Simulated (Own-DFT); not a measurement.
# Computed records: InGa3As4 (zincblende random alloy, atoms displaced)

All values are calculated (Own-DFT development build). A calculation, not a measurement: plane-wave PBE density functional theory by an unreviewed code, no spin, of a simulated periodic cell, stress positive in tension, free energy of the whole cell less one offset for each atom, forces on such cells passed a denser k mesh, this cell's mesh not checked; offsets are fitted by least squares, one for each functional and potential file, so energies compare only between cells with the same atoms and settings and are not formation energies; the far tail of each file's local potential was reset to the Coulomb form; each entry is a single point on an unrelaxed cell, so the pressure reflects the starting lattice, mostly measured values, from which strain is counted, and rises with the displacements; printed positions are rounded, which can move forces by about a meV/angstrom; the program is a retired in-house code; no spin-orbit coupling.

Common to all runs: functional PBE; potential files PseudoDojo norm-conserving, scalar-relativistic, standard set; wave cutoff 42 hartree; occupations Fermi-Dirac; smearing width 0.1 eV; k mesh 3 x 3 x 3 centred on Gamma.

(1) InGa3As4 (zincblende random alloy, atoms displaced)

```
InGa3As4
1.0
     11.5091     0.0000     0.0000
      0.0000    11.5091     0.0000
      0.0000     0.0000    11.5091
Ga As Ga In As Ga In As In Ga As Ga In Ga As In Ga As Ga In Ga As Ga In As
4 4 3 1 4 3 1 4 1 3 4 2 1 1 4 1 3 4 2 1 1 4 2 2 4
Direct
  0.00465 0.00081 0.99182
  0.98860 0.24791 0.25596
  0.26118 0.01182 0.24626
  0.25038 0.25840 0.99631
  0.12215 0.12532 0.13111
  0.12080 0.37219 0.36952
  0.37060 0.13060 0.37549
  0.37701 0.37386 0.11949
  0.98684 0.00173 0.50382
  0.00061 0.24759 0.75071
  0.25244 0.99477 0.76838
  0.24159 0.24675 0.50594
  0.12592 0.13636 0.63210
  0.12511 0.37568 0.87102
  0.36849 0.13203 0.87214
  0.38825 0.37752 0.63798
  0.00953 0.50348 0.00086
  0.99365 0.75135 0.25108
  0.24550 0.50195 0.25163
  0.24314 0.76415 0.99425
  0.12119 0.62661 0.12766
  0.11989 0.88162 0.37552
  0.38299 0.62054 0.37959
  0.36250 0.87635 0.13430
  0.00065 0.49337 0.50321
  0.00368 0.75746 0.76131
  0.24783 0.49632 0.75919
  0.26258 0.75710 0.51102
  0.12365 0.61752 0.63105
  0.11109 0.87607 0.87477
  0.35505 0.63101 0.88113
  0.38130 0.87037 0.61099
  0.49795 0.99626 0.99120
  0.50096 0.24408 0.23643
  0.74876 0.00473 0.24758
  0.74266 0.25077 0.99964
  0.63381 0.10925 0.12444
  0.62426 0.37746 0.36628
  0.86799 0.13056 0.37977
  0.86446 0.36734 0.12813
  0.50879 0.00153 0.49475
  0.49636 0.25410 0.74775
  0.74960 0.99362 0.75808
  0.74944 0.23246 0.50398
  0.62716 0.12772 0.62219
  0.63235 0.37610 0.88748
  0.87287 0.13310 0.87510
  0.87264 0.36680 0.62688
  0.48979 0.49622 0.00328
  0.49547 0.74869 0.26366
  0.75711 0.50333 0.24906
  0.74403 0.74982 0.00488
  0.63213 0.62252 0.13505
  0.62107 0.88554 0.37351
  0.88505 0.63594 0.37366
  0.88308 0.87918 0.13511
  0.48883 0.49329 0.50229
  0.49051 0.75696 0.74833
  0.75509 0.50038 0.75427
  0.74668 0.74012 0.49677
  0.61921 0.62889 0.62652
  0.63088 0.87059 0.86346
  0.87592 0.62274 0.87285
  0.87292 0.87886 0.63667
```

```
free energy of cell above offsets : -18.752 eV
pressure                          : 5.48 GPa
stress xx                         : -5.34 GPa
stress yy                         : -5.52 GPa
stress zz                         : -5.56 GPa
stress yz                         : 0.13 GPa
stress xz                         : 0.4 GPa
stress xy                         : 0.16 GPa
```

Force:
```tsv
element	x (eV/Å)	y (eV/Å)	z (eV/Å)
Ga	-1.06	1.099	1.393
Ga	0.455	0.173	-0.658
Ga	-1.495	-0.144	0.751
Ga	-0.739	-0.489	0.56
As	0.119	0.404	-0.789
As	0.407	-0.007	-1.071
As	0.997	0.113	-1.106
As	-0.823	-0.154	0.934
Ga	0.914	0.133	0.215
Ga	-0.318	0.509	0.147
Ga	-0.335	0.109	-1.824
In	1.547	1.858	-0.677
As	-1.488	-3.274	1.5
As	-0.513	-0.346	0.641
As	0.897	-0.344	0.518
As	-1.954	0.771	-0.609
Ga	-0.989	-0.603	0.032
Ga	1.484	0.462	-0.095
Ga	0.417	-0.086	-0.138
In	-0.605	-0.279	1.774
As	-0.093	-0.046	0.581
As	0.724	-0.11	0.227
As	-1.645	0.141	0.064
As	2.201	0.17	-0.077
In	-0.438	0.341	-0.297
Ga	-1.169	-1.674	-1.737
Ga	0.32	0.389	-0.864
Ga	-2.575	-1.903	-1.817
As	1.211	1.712	0.756
As	0.728	1.527	-0.606
As	2.766	-1.437	-1.387
As	-0.134	1.512	2.965
Ga	0.033	-0.133	0.42
Ga	0.337	0.057	0.636
In	1.833	-1.443	1.755
Ga	0.587	-0.922	0.801
As	-3.168	2.841	-3.11
As	-0.93	-1.396	1.56
As	1.276	-0.47	0.243
As	2.005	-0.574	-1.438
In	-1.627	1.606	0.776
Ga	1.688	-0.818	1.067
Ga	0.499	1.634	-0.728
Ga	-0.307	2.433	-0.303
As	-0.054	-0.141	2.347
As	-2.169	-0.12	-0.577
As	-0.074	-0.737	0.248
As	-0.273	-1.23	-0.246
Ga	1.022	1.201	-0.434
Ga	0.679	0.377	-1.094
In	0.749	-0.099	1.419
Ga	0.778	0.014	0.086
As	-2.739	1.773	-1.852
As	0.946	-2.95	-1.398
As	0.221	-1.06	-0.008
As	0.09	-0.627	-2.248
Ga	1.754	0.111	-0.158
Ga	0.173	-0.971	0.198
In	-1.103	-0.377	-1.109
In	-0.005	1.634	0.319
As	-1.541	-1.113	0.535
As	-1.338	-0.394	1.444
As	1.393	1.747	1.973
As	0.452	-0.38	-0.434
```

(2) InGa3As4 (zincblende random alloy, atoms displaced)

```
InGa3As4
1.0
     11.5091     0.0000     0.0000
      0.0000    11.5091     0.0000
      0.0000     0.0000    11.5091
Ga As Ga In Ga In As Ga As Ga As In Ga As In Ga As Ga In Ga As In Ga As
4 4 1 1 1 1 4 4 4 4 4 3 1 4 1 3 4 2 1 1 4 1 3 4
Direct
  0.99070 0.99728 0.00302
  0.99243 0.23596 0.24388
  0.24596 0.00109 0.24035
  0.23991 0.25866 0.99979
  0.12792 0.13356 0.12787
  0.11414 0.37423 0.37326
  0.36747 0.12844 0.36089
  0.37614 0.37105 0.13163
  0.99595 0.00326 0.49278
  0.99309 0.25544 0.74735
  0.25488 0.00567 0.74221
  0.24326 0.24916 0.50004
  0.12630 0.12685 0.62773
  0.12183 0.36823 0.88314
  0.36805 0.12372 0.88494
  0.38474 0.37180 0.61833
  0.00509 0.51419 0.99818
  0.00700 0.75097 0.25670
  0.24884 0.48681 0.24954
  0.25146 0.74734 0.99367
  0.12549 0.62983 0.12832
  0.13229 0.88066 0.36472
  0.36971 0.62852 0.37088
  0.37045 0.89155 0.11986
  0.00007 0.50689 0.48849
  0.00260 0.75198 0.75360
  0.25570 0.49709 0.76282
  0.24823 0.74200 0.50167
  0.13205 0.61954 0.61430
  0.12408 0.89258 0.86922
  0.37961 0.63058 0.87327
  0.36789 0.86430 0.62276
  0.48644 0.98943 0.99900
  0.51234 0.24818 0.25153
  0.74256 0.00533 0.25620
  0.75524 0.24990 0.99659
  0.63376 0.12316 0.13387
  0.62402 0.38241 0.38135
  0.86526 0.11567 0.37741
  0.88017 0.36873 0.12244
  0.49320 0.99267 0.49728
  0.49066 0.25048 0.74384
  0.74534 0.99587 0.74407
  0.75883 0.24558 0.50331
  0.60618 0.11918 0.62904
  0.63107 0.36277 0.87663
  0.88623 0.14175 0.87658
  0.87014 0.37802 0.62435
  0.49779 0.48802 0.99681
  0.51159 0.74710 0.25497
  0.74555 0.49731 0.24936
  0.75264 0.74804 0.99772
  0.62858 0.62942 0.12786
  0.63107 0.88914 0.36395
  0.87324 0.62563 0.37928
  0.88586 0.87940 0.12439
  0.50189 0.49104 0.50880
  0.49662 0.74923 0.74831
  0.74662 0.49377 0.74907
  0.73532 0.75640 0.49888
  0.61291 0.63578 0.63000
  0.62098 0.87380 0.87906
  0.88339 0.62697 0.86318
  0.87875 0.87960 0.62136
```

```
free energy of cell above offsets : -18.153 eV
pressure                          : 5.61 GPa
stress xx                         : -5.63 GPa
stress yy                         : -5.41 GPa
stress zz                         : -5.8 GPa
stress yz                         : 1.3 GPa
stress xz                         : 1.43 GPa
stress xy                         : -0.38 GPa
```

Force:
```tsv
element	x (eV/Å)	y (eV/Å)	z (eV/Å)
Ga	1.301	1.474	-0.789
Ga	-0.093	0.657	0.812
Ga	0.115	0.65	0.177
Ga	1.308	-0.819	0.882
As	-0.572	-1.014	-0.718
As	-0.484	0.071	-0.95
As	-0.309	-1.088	0.489
As	-0.559	0.434	-1.445
Ga	1.019	-0.372	0.392
In	1.594	0.65	-1.156
Ga	0.01	-0.214	0.389
In	0.591	0.367	-0.642
As	-0.876	-1.576	-0.137
As	0.26	2.339	-0.449
As	-0.745	1.815	-1.822
As	-2.796	-0.955	2.913
Ga	-0.219	-0.775	0.266
Ga	-0.572	0.038	-0.213
Ga	-0.339	1.054	0.138
Ga	-0.491	1.053	0.389
As	0.619	-0.409	-0.109
As	-0.427	-0.329	1.397
As	0.312	-0.38	-0.293
As	-2.368	-4.5	3.184
Ga	-0.021	-0.403	0.912
Ga	0.892	0.671	-1.093
Ga	-0.241	-0.29	-0.861
Ga	0.007	0.774	-1.019
As	-0.876	-0.392	1.613
As	0.126	-1.206	0.335
As	-0.009	-0.891	0.505
As	-0.354	0.019	0.839
In	3.36	2.598	-1.261
In	-0.497	0.45	0.441
In	3.242	-0.39	-2.79
Ga	0.095	-0.443	0.962
As	-0.751	1.183	-4.032
As	1.617	-2.04	0.386
As	2.216	2.236	1.17
As	0.202	0.501	-0.587
In	-0.934	0.36	-0.727
Ga	0.27	-0.577	1.364
Ga	0.235	0.625	0.574
Ga	-1.397	0.122	0.21
As	2.135	0.947	0.344
As	-1.052	0.738	-0.595
As	-2.487	-3.396	1.554
As	-0.235	1.19	-1.485
Ga	0.284	0.711	0.266
Ga	-1.101	0.702	-0.277
In	1.314	-0.174	-0.287
Ga	0.441	0.259	0.038
As	-0.999	0.167	-1.695
As	-2.715	-4.562	2.734
As	-0.088	1.396	0.002
As	-1.102	-1.472	0.567
In	0.164	3.133	-1.314
Ga	-0.174	1.038	0.655
Ga	-0.246	0.832	0.159
Ga	0.959	0.076	0.139
As	1.87	-0.548	-0.003
As	1.242	-0.879	-1.287
As	-1.194	-0.584	0.79
As	-0.478	-0.651	0.05
```

(3) InGa3As4 (zincblende random alloy, atoms displaced)

```
InGa3As4
1.0
     11.5091     0.0000     0.0000
      0.0000    11.5091     0.0000
      0.0000     0.0000    11.5091
Ga In Ga As Ga In As Ga In As Ga In Ga As Ga In Ga As Ga In Ga As Ga In Ga As Ga As
1 2 1 4 3 1 4 3 1 4 1 1 2 4 1 1 2 4 1 1 2 4 1 1 2 4 4 4
Direct
  0.00263 0.00686 0.99163
  0.98260 0.24449 0.24828
  0.24907 0.00215 0.25575
  0.25088 0.24565 0.00230
  0.12183 0.12653 0.12514
  0.10820 0.37824 0.38628
  0.38368 0.12173 0.36258
  0.37262 0.37826 0.12458
  0.99834 0.99155 0.50224
  0.01157 0.24378 0.73924
  0.27431 0.99990 0.74451
  0.26412 0.24680 0.49805
  0.12199 0.12311 0.62673
  0.12852 0.38344 0.86716
  0.37512 0.14183 0.86729
  0.36935 0.36361 0.61995
  0.00695 0.50302 0.99848
  0.00498 0.75324 0.26099
  0.25538 0.49008 0.24330
  0.24338 0.75121 0.00130
  0.13117 0.62783 0.12453
  0.11664 0.87409 0.36413
  0.36575 0.62855 0.36940
  0.37262 0.88631 0.12921
  0.01323 0.50309 0.50087
  0.99195 0.74274 0.75250
  0.24720 0.50473 0.76132
  0.25790 0.76125 0.50438
  0.11889 0.63470 0.62452
  0.12692 0.88015 0.87966
  0.36804 0.62631 0.88506
  0.37594 0.88805 0.62884
  0.50028 0.99119 0.99814
  0.50344 0.23147 0.26243
  0.76413 0.99671 0.25317
  0.74876 0.25242 0.99977
  0.64041 0.12266 0.12823
  0.61636 0.36077 0.37228
  0.87890 0.11243 0.36844
  0.87931 0.37875 0.12134
  0.49657 0.99019 0.50217
  0.50973 0.24414 0.75341
  0.74170 0.01355 0.74461
  0.75384 0.23826 0.50261
  0.63741 0.12388 0.62927
  0.62160 0.37115 0.88374
  0.86300 0.11755 0.87652
  0.87421 0.37296 0.62512
  0.50232 0.48018 0.00519
  0.50862 0.75500 0.23730
  0.75229 0.49139 0.24084
  0.74587 0.75124 0.99950
  0.62292 0.63673 0.12592
  0.62766 0.86534 0.36661
  0.86793 0.62211 0.37383
  0.87506 0.88507 0.13762
  0.50921 0.50021 0.49916
  0.50453 0.75243 0.74003
  0.75559 0.49800 0.75725
  0.74750 0.75799 0.49248
  0.62151 0.62716 0.62043
  0.63166 0.87635 0.86723
  0.87812 0.62829 0.87431
  0.86383 0.88371 0.62671
```

```
free energy of cell above offsets : -15.752 eV
pressure                          : 6.17 GPa
stress xx                         : -6.14 GPa
stress yy                         : -6.22 GPa
stress zz                         : -6.15 GPa
stress yz                         : -1.17 GPa
stress xz                         : 1.61 GPa
stress xy                         : -0.57 GPa
```

Force:
```tsv
element	x (eV/Å)	y (eV/Å)	z (eV/Å)
Ga	-0.498	-0.321	0.743
In	1.696	1.083	0.051
In	-1.029	0.174	-0.555
Ga	-0.551	0.84	-0.182
As	0.191	0.238	-1.299
As	2.101	-1.014	-2.012
As	-2.255	-3.145	4.51
As	0.277	-1.711	-0.032
Ga	0.134	0.285	0.043
Ga	-1.603	1.042	1.457
Ga	-3.042	1.881	2.111
In	-2.69	-1.369	-1.815
As	1.118	-1.82	-0.742
As	-0.878	-1.704	1.066
As	-1.271	-2.825	2.265
As	2.363	3.863	2.496
Ga	-0.025	0.187	0.004
Ga	-1.712	-1.778	-1.695
Ga	-1.593	0.98	1.271
In	0.943	1.254	0.376
As	-1.81	-1.566	1.942
As	0.929	0.245	3.035
As	0.69	-0.486	0.677
As	0.73	-0.502	-1.644
Ga	-2.077	1.168	0.868
In	0.801	2.885	-0.838
Ga	0.747	0.586	-1.66
Ga	-1.016	-0.562	-0.624
As	2.267	-1.04	-0.868
As	-0.268	1.313	-1.695
As	2.396	-1.084	-1.631
As	1.103	-2.452	-1.157
Ga	0.296	1.074	-0.221
In	1.759	2.296	-4.715
Ga	-2.181	0.218	0.31
Ga	0.54	-0.209	0.328
As	-0.282	-0.931	-0.861
As	2.724	2.528	1.788
As	-0.981	-0.39	2.937
As	-0.915	0.736	-1.67
Ga	1.462	0.871	-1.06
In	0.271	1.473	-1.778
Ga	1.452	-2.017	1.409
Ga	0.43	0.784	-0.866
As	-1.798	0.027	-2.562
As	1.63	1.037	-0.207
As	1.201	1.219	-0.259
As	0.433	0.058	-0.144
Ga	-0.246	2.351	0.095
In	-3.19	0.393	1.468
Ga	-0.8	0.645	0.689
Ga	0.829	0.429	0.186
As	2.185	-3.966	-2.563
As	0.692	2.612	1.624
As	0.696	-0.06	0.259
As	1.453	-1.858	-2.171
Ga	-1.379	-0.39	-0.413
Ga	-0.553	-0.314	1.107
Ga	-0.586	0.031	-0.324
Ga	0.468	-0.769	0.712
As	1.078	-0.206	0.273
As	-0.667	-0.09	0.08
As	-2.129	-1.944	2.533
As	-0.063	-0.285	-0.45
```

(4) InGa3As4 (zincblende random alloy, atoms displaced)

```
InGa3As4
1.0
     11.5091     0.0000     0.0000
      0.0000    11.5091     0.0000
      0.0000     0.0000    11.5091
Ga As In Ga As In Ga As In Ga In Ga As Ga In As Ga In Ga In As Ga As Ga As
4 4 1 3 4 1 3 4 1 1 1 1 4 2 2 4 1 1 1 1 4 4 4 4 4
Direct
  0.99697 0.98900 0.99235
  0.00633 0.24811 0.24571
  0.25965 0.01083 0.25553
  0.25329 0.24952 0.99798
  0.12207 0.12524 0.12500
  0.12395 0.37364 0.38439
  0.38339 0.12415 0.37938
  0.38330 0.38050 0.12379
  0.00944 0.01129 0.50142
  0.99732 0.25084 0.74214
  0.23392 0.99853 0.74686
  0.24716 0.23913 0.49787
  0.12474 0.12719 0.63378
  0.11498 0.38196 0.87379
  0.36621 0.12951 0.86575
  0.36198 0.37736 0.61785
  0.00629 0.49830 0.00251
  0.00898 0.76004 0.24366
  0.24952 0.48840 0.24442
  0.24575 0.74910 0.00392
  0.12248 0.62532 0.12712
  0.12995 0.87739 0.35945
  0.38418 0.61866 0.37401
  0.38026 0.87322 0.12250
  0.98903 0.48362 0.49872
  0.99312 0.74539 0.74360
  0.24376 0.49253 0.74262
  0.25964 0.76017 0.49569
  0.12720 0.62087 0.62094
  0.11550 0.88350 0.87282
  0.38556 0.61913 0.87779
  0.36747 0.86101 0.63162
  0.49852 0.99536 0.00388
  0.49790 0.26006 0.23643
  0.73733 0.00982 0.24964
  0.75186 0.25395 0.99443
  0.62283 0.13057 0.12514
  0.63722 0.38762 0.37445
  0.87599 0.13121 0.37843
  0.87331 0.37980 0.13050
  0.50184 0.99976 0.49265
  0.49915 0.25700 0.75751
  0.75071 0.99997 0.74111
  0.74936 0.25485 0.49018
  0.62395 0.11843 0.60927
  0.63097 0.36708 0.88281
  0.86768 0.12322 0.88225
  0.87903 0.38483 0.62162
  0.49934 0.49215 0.00649
  0.50566 0.74650 0.24866
  0.74604 0.49819 0.24797
  0.75379 0.74882 0.99031
  0.62559 0.61579 0.12241
  0.63118 0.86105 0.36906
  0.87022 0.62701 0.36469
  0.86685 0.88082 0.12872
  0.51166 0.49649 0.50165
  0.49920 0.73189 0.75261
  0.74920 0.49689 0.74862
  0.74364 0.74650 0.48012
  0.62412 0.63440 0.63311
  0.63314 0.88152 0.88698
  0.87843 0.63189 0.88211
  0.86554 0.87479 0.61569
```

```
free energy of cell above offsets : -18.551 eV
pressure                          : 5.5 GPa
stress xx                         : -5.59 GPa
stress yy                         : -5.33 GPa
stress zz                         : -5.57 GPa
stress yz                         : 0.31 GPa
stress xz                         : 0.8 GPa
stress xy                         : 1.05 GPa
```

Force:
```tsv
element	x (eV/Å)	y (eV/Å)	z (eV/Å)
Ga	-0.892	1.192	1.384
Ga	-0.607	0.48	0.583
Ga	-0.27	-0.562	-1.075
Ga	-0.675	0.251	0.103
As	0.695	-0.415	-0.59
As	1.593	-1.635	-2.282
As	-0.211	1.005	-0.731
As	-1.977	-0.832	-0.292
In	-0.78	-1.75	-0.724
Ga	-0.657	0.188	1.279
Ga	1.49	-0.417	0.449
Ga	0.288	0.423	0.224
As	0.866	1.305	0.071
As	1.199	-3.137	-0.674
As	-0.405	-1.876	1.303
As	2.19	-1.322	-1.787
In	-1.622	0.718	0.653
Ga	-1.346	-0.439	-0.103
Ga	-0.017	1.029	0.983
Ga	0.468	0.213	-0.602
As	1.433	0.65	0.999
As	0.916	0.177	1.142
As	-0.571	0.183	-0.088
As	-0.658	-0.006	0.745
In	1.984	4.49	-2.317
Ga	0.24	0.361	-0.37
In	0.401	1.323	1.574
Ga	-1.032	-1.476	-0.948
As	-0.946	2.167	-1.05
As	0.785	-1.961	-0.476
As	-1.209	-0.194	0.845
As	1.064	1.689	0.469
Ga	-0.128	0.867	-0.58
Ga	0.941	-0.662	1.703
In	1.236	-0.432	1.103
In	1.215	-0.749	2.603
As	-2.104	0.613	-0.998
As	-2.477	-0.187	-0.994
As	1.196	-0.198	-1.88
As	0.34	-0.634	0.943
Ga	-0.015	-1.722	0.559
In	-0.081	-0.381	-2.079
Ga	-0.319	0.046	0.481
In	0.157	-0.076	1.587
As	-0.16	0.017	1.51
As	-1.493	3.634	-1.615
As	1.934	-1.325	-2.415
As	-3.242	-3.179	4.137
Ga	1.098	1.024	-1.089
Ga	-0.488	-0.582	-0.466
Ga	0.732	0.988	-0.578
Ga	-0.456	0.194	1.491
As	0.218	0.861	-0.355
As	-2.148	1.354	0.04
As	0.633	0.185	-0.347
As	1.158	-1.111	-1.047
Ga	-0.821	0.57	0.445
Ga	-0.118	2.098	0.903
Ga	0.086	0.765	0.672
Ga	1.142	-0.767	2.064
As	1.176	-1.393	-1.524
As	-0.788	-0.25	-1.6
As	-0.469	-0.587	-1.57
As	0.308	-0.802	0.2
```
